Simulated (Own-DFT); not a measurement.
Simulation results for AlN (wurtzite, strained, atoms displaced)

All values are calculated (Own-DFT development build). A calculation, not a measurement: plane-wave PBE density functional theory by an unreviewed code, no spin, of a simulated periodic cell, stress positive in tension, free energy of the whole cell less one offset for each atom, forces on such cells moved up to 12 meV/angstrom on a denser k mesh; offsets are fitted by least squares, one for each functional and potential file, so energies compare only between cells with the same atoms and settings and are not formation energies; the far tail of each file's local potential was reset to the Coulomb form; each entry is a single point on an unrelaxed cell, so the pressure reflects the starting lattice, mostly measured values (interpolated for alloys), from which strain is counted, and rises with the displacements; printed positions are rounded, which can move forces by about a meV/angstrom; the program, named Own-DFT, is a retired in-house code; no spin-orbit coupling; before rounding, a Quantum ESPRESSO 7.3.1 run of the same cell and cutoff gave forces within 1 meV/angstrom rms on each cell, which checks the program and not the settings.

Common to all runs: functional PBE; potential files PseudoDojo norm-conserving, scalar-relativistic, standard set; wave cutoff 42 hartree; occupations Fermi-Dirac; smearing width 0.1 eV; k mesh 3 x 3 x 2 centred on Gamma.

(1) AlN (wurtzite, strained, atoms displaced)

```cif
# cell vector a (Å): 9.2491 -0.1001 -0.1577
# cell vector b (Å): -4.7112 8.0887 0.0872
# cell vector c (Å): -0.1683 0.0103 10.0560
data_AlN
_symmetry_space_group_name_H-M 'P 1'
_symmetry_Int_Tables_number 1
_cell_length_a 9.2510
_cell_length_b 9.3611
_cell_length_c 10.0574
_cell_angle_alpha 88.933
_cell_angle_beta 91.936
_cell_angle_gamma 120.843
_cell_volume 747.37
loop_
_atom_site_label
_atom_site_type_symbol
_atom_site_fract_x
_atom_site_fract_y
_atom_site_fract_z
_atom_site_occupancy
Al1 Al 0.10302 0.22342 0.99537 1
Al2 Al 0.22562 0.11262 0.25441 1
N1 N 0.11081 0.21165 0.18829 1
N2 N 0.21463 0.11539 0.43948 1
Al3 Al 0.11481 0.21522 0.50254 1
Al4 Al 0.22000 0.10556 0.74861 1
N3 N 0.09661 0.21296 0.68798 1
N4 N 0.22808 0.11104 0.95098 1
Al5 Al 0.11247 0.56089 0.98716 1
Al6 Al 0.22030 0.44110 0.24691 1
N5 N 0.12900 0.55975 0.19009 1
N6 N 0.22708 0.44650 0.43967 1
Al7 Al 0.11490 0.56054 0.50231 1
Al8 Al 0.22139 0.43411 0.75629 1
N7 N 0.11401 0.55260 0.69517 1
N8 N 0.23041 0.44633 0.93774 1
Al9 Al 0.12225 0.90434 0.99766 1
Al10 Al 0.22038 0.76952 0.24747 1
N9 N 0.11582 0.89120 0.19949 1
N10 N 0.22419 0.79105 0.44553 1
Al11 Al 0.10593 0.87934 0.50038 1
Al12 Al 0.21787 0.76999 0.75408 1
N11 N 0.10422 0.88730 0.68928 1
N12 N 0.21576 0.77094 0.93909 1
Al13 Al 0.44850 0.22855 0.00164 1
Al14 Al 0.55694 0.11088 0.26101 1
N13 N 0.44516 0.21305 0.18207 1
N14 N 0.54770 0.10653 0.44381 1
Al15 Al 0.43763 0.22406 0.50029 1
Al16 Al 0.55512 0.11609 0.75159 1
N15 N 0.44489 0.21995 0.69364 1
N16 N 0.56166 0.12109 0.94155 1
Al17 Al 0.43554 0.55569 0.00066 1
Al18 Al 0.55993 0.44090 0.24765 1
N17 N 0.45029 0.55190 0.19900 1
N18 N 0.54935 0.43936 0.44019 1
Al19 Al 0.43099 0.53552 0.50112 1
Al20 Al 0.54472 0.43852 0.75419 1
N19 N 0.44996 0.55349 0.68279 1
N20 N 0.55646 0.44623 0.93329 1
Al21 Al 0.44773 0.89315 0.00582 1
Al22 Al 0.56031 0.78546 0.25012 1
N21 N 0.44888 0.89120 0.19964 1
N22 N 0.55083 0.77818 0.43715 1
Al23 Al 0.43916 0.88194 0.49882 1
Al24 Al 0.55308 0.76807 0.74750 1
N23 N 0.44820 0.88245 0.69757 1
N24 N 0.56471 0.78688 0.94942 1
Al25 Al 0.78725 0.23489 0.99399 1
Al26 Al 0.88751 0.11182 0.24766 1
N25 N 0.77998 0.23318 0.18847 1
N26 N 0.88923 0.11344 0.44349 1
Al27 Al 0.77494 0.20760 0.50016 1
Al28 Al 0.88910 0.11161 0.74200 1
N27 N 0.78463 0.22005 0.69260 1
N28 N 0.88722 0.11193 0.94536 1
Al29 Al 0.76720 0.55464 0.99162 1
Al30 Al 0.89729 0.44325 0.25035 1
N29 N 0.77064 0.55140 0.18617 1
N30 N 0.89560 0.44578 0.44720 1
Al31 Al 0.77655 0.54899 0.49715 1
Al32 Al 0.90377 0.45609 0.75680 1
N31 N 0.77564 0.55662 0.69354 1
N32 N 0.89597 0.45210 0.94014 1
Al33 Al 0.78239 0.89250 0.00239 1
Al34 Al 0.88763 0.78105 0.25003 1
N33 N 0.77589 0.89150 0.19641 1
N34 N 0.89132 0.77294 0.44157 1
Al35 Al 0.77603 0.89332 0.49302 1
Al36 Al 0.89127 0.78032 0.75121 1
N35 N 0.78183 0.89582 0.68328 1
N36 N 0.88717 0.78676 0.93942 1
```

- free energy of cell above offsets: -29.449 eV
- pressure: 7.33 GPa
- stress xx: -11.94 GPa
- stress yy: -8.54 GPa
- stress zz: -1.51 GPa
- stress yz: -0.09 GPa
- stress xz: -4.65 GPa
- stress xy: -4.17 GPa

Force:
| element | x (eV/Å) | y (eV/Å) | z (eV/Å) |
| --- | --- | --- | --- |
| Al | 2.435 | -0.291 | 1.469 |
| Al | 0.456 | -0.342 | -0.842 |
| N | -1.145 | 1.58 | -0.268 |
| N | 1.959 | -1.574 | 0.234 |
| Al | -2.454 | 1.675 | -0.16 |
| Al | -0.308 | 0.233 | 0.783 |
| N | 3.465 | 1.636 | 0.446 |
| N | -1.702 | 2.257 | -2.84 |
| Al | 1.552 | -0.923 | 2.565 |
| Al | 1.96 | -0.771 | 0.901 |
| N | -2.212 | -0.927 | -1.323 |
| N | -2.93 | -1.682 | -0.399 |
| Al | 0.958 | -0.11 | 0.218 |
| Al | -0.089 | 0.709 | -2.076 |
| N | 1.021 | 0.266 | -0.415 |
| N | -2.735 | -1.136 | -0.088 |
| Al | -0.521 | -3.564 | 1.8 |
| Al | -0.189 | 2.08 | 1.112 |
| N | -0.179 | -0.682 | -1.414 |
| N | 0.429 | -2.744 | -1.135 |
| Al | -0.502 | 1.897 | 0.391 |
| Al | 0.587 | 1.61 | -0.95 |
| N | 1.807 | -0.083 | 0.209 |
| N | 0.208 | 2.726 | 0.325 |
| Al | 1.022 | -0.246 | -0.302 |
| Al | -0.121 | 0.343 | -1.635 |
| N | -0.414 | 1.042 | 2.252 |
| N | 0.022 | 0.629 | 0.537 |
| Al | 1.287 | -0.83 | 0.424 |
| Al | 1.894 | -1.265 | 0.164 |
| N | -1.397 | 0.131 | -0.884 |
| N | -0.508 | -0.758 | -0.211 |
| Al | 3.464 | 1.693 | 1.83 |
| Al | -0.889 | -0.857 | 0.528 |
| N | -1.153 | 0.5 | -1.681 |
| N | 0.715 | -0.01 | -0.422 |
| Al | 2.233 | 3.36 | -0.691 |
| Al | 1.964 | 0.591 | -1.472 |
| N | -1.524 | -0.952 | 1.514 |
| N | -2.294 | -0.547 | 1.084 |
| Al | 0.257 | 0.527 | -0.324 |
| Al | -0.152 | -2.118 | 0.641 |
| N | -0.795 | 0.145 | -1.419 |
| N | 0.215 | -0.794 | 0.534 |
| Al | 1.223 | 0.787 | 1.272 |
| Al | 0.808 | 1.636 | 0.571 |
| N | -1.577 | 0.67 | -0.732 |
| N | -1.647 | -1.817 | -1.19 |
| Al | -0.394 | -1.41 | 1.052 |
| Al | 0.084 | 0.698 | 0.355 |
| N | 0.827 | -1.642 | 0.054 |
| N | 0.653 | -0.276 | -1.571 |
| Al | -1.014 | 2.195 | 1.071 |
| Al | -1.186 | -1.669 | 1.939 |
| N | -2.032 | 1.399 | -0.205 |
| N | -0.722 | 0.261 | -1.425 |
| Al | 2.239 | 1.63 | 1.354 |
| Al | -0.878 | 1.478 | 0.391 |
| N | 1.969 | 1.016 | -0.217 |
| N | -0.854 | -1.035 | -1.289 |
| Al | -0.162 | 0.409 | 1.073 |
| Al | -2.288 | -1.91 | -1.738 |
| N | 0.563 | -0.49 | -0.015 |
| N | -1.371 | -0.109 | -0.092 |
| Al | 0.043 | 0.387 | 0.706 |
| Al | 0.73 | -0.845 | 0.167 |
| N | 0.899 | 0.3 | -0.914 |
| N | -1.964 | -0.136 | -0.773 |
| Al | 0.801 | -1.537 | 0.842 |
| Al | -1.594 | -0.318 | -0.434 |
| N | -0.108 | -1.469 | 0.546 |
| N | 1.249 | -0.625 | 0.193 |

(2) AlN (wurtzite, strained, atoms displaced)

```cif
# cell vector a (Å): 9.3195 0.0049 -0.1046
# cell vector b (Å): -4.6555 8.0830 0.1149
# cell vector c (Å): -0.1116 0.0771 10.1291
data_AlN
_symmetry_space_group_name_H-M 'P 1'
_symmetry_Int_Tables_number 1
_cell_length_a 9.3201
_cell_length_b 9.3285
_cell_length_c 10.1300
_cell_angle_alpha 88.601
_cell_angle_beta 91.274
_cell_angle_gamma 119.915
_cell_volume 763.11
loop_
_atom_site_label
_atom_site_type_symbol
_atom_site_fract_x
_atom_site_fract_y
_atom_site_fract_z
_atom_site_occupancy
Al1 Al 0.09062 0.21672 0.99631 1
Al2 Al 0.21517 0.11293 0.24859 1
N1 N 0.11357 0.22515 0.20463 1
N2 N 0.22881 0.11926 0.43693 1
Al3 Al 0.10962 0.23153 0.49553 1
Al4 Al 0.23370 0.11748 0.74414 1
N3 N 0.10748 0.22738 0.68946 1
N4 N 0.22641 0.11882 0.93912 1
Al5 Al 0.12843 0.56815 0.00260 1
Al6 Al 0.22241 0.44543 0.25131 1
N5 N 0.10146 0.54474 0.19662 1
N6 N 0.21315 0.44318 0.43635 1
Al7 Al 0.10697 0.54847 0.49950 1
Al8 Al 0.22203 0.45766 0.75267 1
N7 N 0.11197 0.55986 0.68866 1
N8 N 0.22686 0.44144 0.94121 1
Al9 Al 0.10968 0.88340 0.99823 1
Al10 Al 0.22417 0.78287 0.24316 1
N9 N 0.10289 0.87799 0.19201 1
N10 N 0.21050 0.76906 0.44405 1
Al11 Al 0.11826 0.88709 0.49341 1
Al12 Al 0.21249 0.77947 0.74964 1
N11 N 0.11132 0.88339 0.69890 1
N12 N 0.21675 0.76862 0.93720 1
Al13 Al 0.45009 0.22147 0.00449 1
Al14 Al 0.56465 0.11266 0.25324 1
N13 N 0.44943 0.22238 0.19485 1
N14 N 0.55568 0.10977 0.44393 1
Al15 Al 0.43722 0.22189 0.49697 1
Al16 Al 0.54816 0.10989 0.74574 1
N15 N 0.44803 0.21859 0.69161 1
N16 N 0.56335 0.11721 0.94213 1
Al17 Al 0.43959 0.54266 0.99082 1
Al18 Al 0.55306 0.45502 0.24893 1
N17 N 0.43318 0.53965 0.19271 1
N18 N 0.55753 0.44524 0.43486 1
Al19 Al 0.43967 0.56185 0.49534 1
Al20 Al 0.56615 0.45165 0.74969 1
N19 N 0.44130 0.55528 0.69410 1
N20 N 0.56970 0.44726 0.94198 1
Al21 Al 0.44584 0.88653 0.99780 1
Al22 Al 0.56194 0.78125 0.25641 1
N21 N 0.44434 0.88414 0.19838 1
N22 N 0.56373 0.78297 0.44306 1
Al23 Al 0.44730 0.88673 0.49661 1
Al24 Al 0.55862 0.78416 0.74923 1
N23 N 0.44225 0.89068 0.70001 1
N24 N 0.55019 0.77659 0.94149 1
Al25 Al 0.77771 0.22475 0.99959 1
Al26 Al 0.88044 0.10188 0.25118 1
N25 N 0.78720 0.22544 0.18843 1
N26 N 0.89001 0.10330 0.44267 1
Al27 Al 0.76516 0.21948 0.49656 1
Al28 Al 0.88217 0.10730 0.74187 1
N27 N 0.78373 0.22257 0.69164 1
N28 N 0.89474 0.11839 0.94380 1
Al29 Al 0.76514 0.54699 0.00637 1
Al30 Al 0.89673 0.45203 0.24669 1
N29 N 0.76897 0.54608 0.19188 1
N30 N 0.89480 0.44378 0.44582 1
Al31 Al 0.77095 0.55312 0.49911 1
Al32 Al 0.89511 0.44497 0.74458 1
N31 N 0.77867 0.55706 0.69361 1
N32 N 0.88455 0.43836 0.94043 1
Al33 Al 0.76408 0.88157 0.00193 1
Al34 Al 0.88179 0.76819 0.25981 1
N33 N 0.77449 0.88408 0.18901 1
N34 N 0.89009 0.78803 0.44438 1
Al35 Al 0.78213 0.88203 0.49490 1
Al36 Al 0.88251 0.77140 0.75550 1
N35 N 0.78102 0.88397 0.69055 1
N36 N 0.89369 0.78119 0.94351 1
```

* free energy of cell above offsets: -29.163 eV
* pressure: 3.51 GPa
* stress xx: -10.36 GPa
* stress yy: -3.78 GPa
* stress zz: 3.62 GPa
* stress yz: 1.87 GPa
* stress xz: -4.15 GPa
* stress xy: -0.46 GPa

Force:
| element | x (eV/Å) | y (eV/Å) | z (eV/Å) |
| --- | --- | --- | --- |
| Al | 5.439 | 2.064 | 1.825 |
| Al | 2.26 | -0.711 | -0.05 |
| N | -1.907 | -0.552 | -2.16 |
| N | -1.314 | -1.446 | 0.425 |
| Al | 0.67 | -1.821 | 1.059 |
| Al | -2.408 | -0.74 | 1.219 |
| N | 0.935 | 0.211 | -0.348 |
| N | 0.095 | -0.753 | 0.341 |
| Al | -1.473 | -3.963 | 0.606 |
| Al | -0.673 | -0.835 | 0.036 |
| N | 2.158 | 3.037 | -1.823 |
| N | 1.404 | 1.499 | 0.323 |
| Al | 0.119 | 0.959 | 0.697 |
| Al | 0.997 | -2.093 | -0.08 |
| N | -0.169 | 0.39 | -0.217 |
| N | -1.828 | 0.158 | -0.216 |
| Al | -0.201 | 1.37 | 0.172 |
| Al | 0.083 | -1.592 | 1.628 |
| N | -0.586 | 1.225 | -0.228 |
| N | 2.323 | 0.647 | -1.256 |
| Al | -1.634 | 1.215 | 1.628 |
| Al | 2.806 | -1.159 | 0.387 |
| N | -2.433 | 1.982 | -1.981 |
| N | 0.488 | 2.694 | 0.42 |
| Al | -0.801 | -0.141 | 0.106 |
| Al | -0.799 | 0.361 | -0.506 |
| N | -0.544 | -0.111 | -0.264 |
| N | -1.428 | -0.62 | -0.773 |
| Al | 1.601 | 0.637 | 0.354 |
| Al | 2.67 | 0.113 | 1.453 |
| N | -1.139 | 2.191 | -1.47 |
| N | -1.018 | -1.645 | -0.479 |
| Al | 0.946 | 1.043 | 1.357 |
| Al | 1.985 | -3.011 | 0.53 |
| N | -0.817 | 3.213 | -1.292 |
| N | -1.239 | 0.383 | 1.003 |
| Al | 0.754 | -1.386 | 1.001 |
| Al | -1.11 | -1.241 | 0.393 |
| N | 0.514 | 0.635 | -0.758 |
| N | -3.718 | -1.58 | -1.421 |
| Al | -0.773 | 0.879 | 0.338 |
| Al | -0.636 | -1.39 | -0.939 |
| N | 0.161 | 0.656 | -1.093 |
| N | -0.861 | -0.709 | -0.447 |
| Al | -1.26 | -0.057 | 1.137 |
| Al | 0.216 | -0.743 | 0.186 |
| N | -0.079 | -0.536 | -1.662 |
| N | 0.388 | -1.01 | -0.425 |
| Al | 0.963 | -0.024 | 0.179 |
| Al | 1.285 | 1.225 | 0.438 |
| N | -1.113 | -0.366 | 0.65 |
| N | -1.647 | 0.509 | -0.585 |
| Al | 3.087 | 0.58 | 1.238 |
| Al | 1.861 | 0.011 | 1.087 |
| N | -2.294 | 0.044 | -1.085 |
| N | -4.102 | -3.5 | -1.726 |
| Al | 4.201 | 2.292 | -0.02 |
| Al | -1.695 | -2.183 | 1.255 |
| N | 0.205 | 1.362 | 0.556 |
| N | -2.413 | -0.358 | -1.117 |
| Al | 1.432 | 0.477 | 0.647 |
| Al | -0.799 | -0.476 | 1.407 |
| N | 0.514 | -0.245 | -1.368 |
| N | 0.596 | 1.971 | -0.168 |
| Al | 2.147 | 1.186 | -0.376 |
| Al | 0.445 | 0.493 | -1.556 |
| N | 0.077 | -0.304 | 0.491 |
| N | 2.577 | -2.689 | -1.093 |
| Al | -1.681 | 2.235 | 2.432 |
| Al | 1.206 | 0.964 | 0.255 |
| N | -1.307 | 0.259 | -0.345 |
| N | -1.711 | -1.181 | 0.067 |

(3) AlN (wurtzite, strained, atoms displaced)

```cif
# cell vector a (Å): 9.3561 -0.0670 0.0082
# cell vector b (Å): -4.7361 8.0670 -0.0464
# cell vector c (Å): 0.0087 -0.0521 9.8080
data_AlN
_symmetry_space_group_name_H-M 'P 1'
_symmetry_Int_Tables_number 1
_cell_length_a 9.3563
_cell_length_b 9.3546
_cell_length_c 9.8081
_cell_angle_alpha 90.572
_cell_angle_beta 89.897
_cell_angle_gamma 120.827
_cell_volume 737.13
loop_
_atom_site_label
_atom_site_type_symbol
_atom_site_fract_x
_atom_site_fract_y
_atom_site_fract_z
_atom_site_occupancy
Al1 Al 0.09935 0.21380 0.99542 1
Al2 Al 0.21996 0.10972 0.24898 1
N1 N 0.11358 0.22385 0.18961 1
N2 N 0.21568 0.10416 0.43740 1
Al3 Al 0.11223 0.21928 0.49872 1
Al4 Al 0.22041 0.10595 0.75270 1
N3 N 0.11662 0.21711 0.68902 1
N4 N 0.23002 0.10677 0.93916 1
Al5 Al 0.10777 0.53745 0.99182 1
Al6 Al 0.20979 0.44016 0.24783 1
N5 N 0.11307 0.55837 0.19595 1
N6 N 0.20818 0.43837 0.43283 1
Al7 Al 0.11085 0.55242 0.50331 1
Al8 Al 0.21994 0.43657 0.75198 1
N7 N 0.11347 0.56039 0.69743 1
N8 N 0.22070 0.44253 0.93429 1
Al9 Al 0.10422 0.88099 0.00344 1
Al10 Al 0.21594 0.78645 0.24991 1
N9 N 0.11651 0.88912 0.18827 1
N10 N 0.22935 0.78082 0.43809 1
Al11 Al 0.11414 0.88400 0.49359 1
Al12 Al 0.22583 0.78267 0.74934 1
N11 N 0.10786 0.88221 0.68079 1
N12 N 0.21497 0.77823 0.94542 1
Al13 Al 0.43341 0.21480 0.00916 1
Al14 Al 0.55612 0.11134 0.25353 1
N13 N 0.45250 0.22353 0.19355 1
N14 N 0.57276 0.12030 0.44314 1
Al15 Al 0.44760 0.21762 0.49261 1
Al16 Al 0.55720 0.10943 0.74712 1
N15 N 0.43646 0.22472 0.69406 1
N16 N 0.55664 0.11069 0.93722 1
Al17 Al 0.43866 0.55670 0.99869 1
Al18 Al 0.55915 0.44798 0.25267 1
N17 N 0.44629 0.56446 0.19317 1
N18 N 0.55639 0.44398 0.44495 1
Al19 Al 0.44709 0.55949 0.50225 1
Al20 Al 0.56382 0.45224 0.74941 1
N19 N 0.44808 0.56836 0.68973 1
N20 N 0.55663 0.44423 0.94910 1
Al21 Al 0.44421 0.88647 0.99286 1
Al22 Al 0.54614 0.76992 0.24917 1
N21 N 0.43805 0.88871 0.18814 1
N22 N 0.56236 0.77722 0.43559 1
Al23 Al 0.43616 0.88699 0.49725 1
Al24 Al 0.55914 0.77220 0.74408 1
N23 N 0.42497 0.87858 0.68829 1
N24 N 0.54986 0.77829 0.93776 1
Al25 Al 0.78211 0.22304 0.00305 1
Al26 Al 0.88795 0.11312 0.24800 1
N25 N 0.78386 0.23165 0.18442 1
N26 N 0.89257 0.11750 0.44269 1
Al27 Al 0.76886 0.22477 0.49406 1
Al28 Al 0.88642 0.10833 0.76268 1
N27 N 0.77671 0.23133 0.69361 1
N28 N 0.88640 0.12364 0.93961 1
Al29 Al 0.77376 0.56095 0.00213 1
Al30 Al 0.88710 0.44189 0.25136 1
N29 N 0.77629 0.56007 0.18884 1
N30 N 0.87796 0.44245 0.43752 1
Al31 Al 0.77653 0.54678 0.50783 1
Al32 Al 0.88959 0.44007 0.75630 1
N31 N 0.77140 0.55265 0.68574 1
N32 N 0.88373 0.45959 0.93737 1
Al33 Al 0.78326 0.88930 0.99411 1
Al34 Al 0.89360 0.77366 0.25668 1
N33 N 0.77746 0.89647 0.18115 1
N34 N 0.88835 0.77406 0.44196 1
Al35 Al 0.77355 0.89246 0.49840 1
Al36 Al 0.89495 0.78576 0.74800 1
N35 N 0.77718 0.89010 0.69288 1
N36 N 0.88466 0.78077 0.92688 1
```

* free energy of cell above offsets: -28.560 eV
* pressure: 10.44 GPa
* stress xx: -6.98 GPa
* stress yy: -8.71 GPa
* stress zz: -15.62 GPa
* stress yz: -3.06 GPa
* stress xz: 0.36 GPa
* stress xy: -3.41 GPa

Force:
| element | x (eV/Å) | y (eV/Å) | z (eV/Å) |
| --- | --- | --- | --- |
| Al | 2.552 | 0.947 | 0.613 |
| Al | 0.269 | 0.684 | -0.303 |
| N | -0.163 | -0.898 | -0.839 |
| N | 1.036 | 0.576 | -0.007 |
| Al | -0.221 | 0.151 | -0.031 |
| Al | 0.512 | -0.243 | -1.193 |
| N | -1.453 | -0.066 | 1.051 |
| N | -3.353 | -0.822 | 0.939 |
| Al | -2.497 | 3.273 | 1.346 |
| Al | 1.4 | 1.283 | -0.22 |
| N | -0.882 | -0.334 | -1.321 |
| N | 1.671 | 0.509 | 2.108 |
| Al | -0.807 | 0.105 | -0.344 |
| Al | 0.043 | 1.199 | -2.099 |
| N | 0.361 | -1.537 | -0.699 |
| N | 0.629 | -1.461 | 1.407 |
| Al | 0.262 | 0.404 | -1.489 |
| Al | 3.018 | -1.882 | -0.704 |
| N | -2.502 | 0.571 | 0.637 |
| N | -1.732 | -1.239 | -0.202 |
| Al | -1.033 | 0.138 | 0.537 |
| Al | -2.753 | -1.371 | 1.574 |
| N | 0.332 | 0.803 | 1.325 |
| N | 1.195 | -1.047 | -0.792 |
| Al | 2.787 | 1.346 | -1.678 |
| Al | 0.747 | -0.365 | -1.542 |
| N | -1.241 | -0.189 | 1.265 |
| N | -4.87 | -3.604 | -1.335 |
| Al | -1.41 | 0.643 | 1.507 |
| Al | -1.61 | 0.225 | 0.259 |
| N | 1.786 | -0.177 | -1.156 |
| N | -0.07 | 0.137 | 0.871 |
| Al | 1.399 | 0.057 | 0.41 |
| Al | -0.87 | 0.333 | -0.345 |
| N | -0.147 | -3.433 | -0.778 |
| N | -0.608 | -0.219 | -0.454 |
| Al | -0.355 | -0.98 | -1.233 |
| Al | -1.538 | -1.444 | 0.74 |
| N | 0.233 | -3.722 | -0.1 |
| N | -1.643 | -0.156 | -0.92 |
| Al | -1.174 | 0.68 | 0.795 |
| Al | 0.133 | 3.094 | -0.7 |
| N | 0.747 | 0.32 | 0.748 |
| N | -1.945 | 0.171 | 1.081 |
| Al | 2.61 | 0.64 | 0.389 |
| Al | -1.942 | 2.63 | 1.377 |
| N | 4.225 | 2.368 | -0.903 |
| N | 1.406 | -0.219 | -0.343 |
| Al | -3.327 | 1.302 | -1.413 |
| Al | 0.003 | 0.002 | 0.325 |
| N | -0.027 | -1.555 | 1.885 |
| N | -0.987 | -0.598 | -0.48 |
| Al | 5.393 | 1.862 | 2.624 |
| Al | -0.35 | 0.981 | -4.434 |
| N | 1.359 | -2.14 | -0.895 |
| N | 1.56 | -1.868 | 1.277 |
| Al | 0.22 | 0.076 | -0.531 |
| Al | -0.255 | 1.691 | -0.886 |
| N | 0.976 | -0.315 | 0.725 |
| N | 1.716 | 0.437 | 0.656 |
| Al | -1 | 1.417 | -2.026 |
| Al | -1.104 | 1.974 | -1.387 |
| N | 1.672 | 1.073 | 2.371 |
| N | 1.964 | -1.866 | 1.681 |
| Al | -2.013 | -0.112 | 0.206 |
| Al | -1.532 | 0.985 | -1.07 |
| N | 0.82 | -1.033 | 1.326 |
| N | -0.359 | 0.166 | 0.6 |
| Al | 1.851 | 0.366 | 0.041 |
| Al | -0.104 | -1.442 | -2.518 |
| N | 0.269 | 0.561 | -0.257 |
| N | 0.719 | 0.159 | 2.93 |
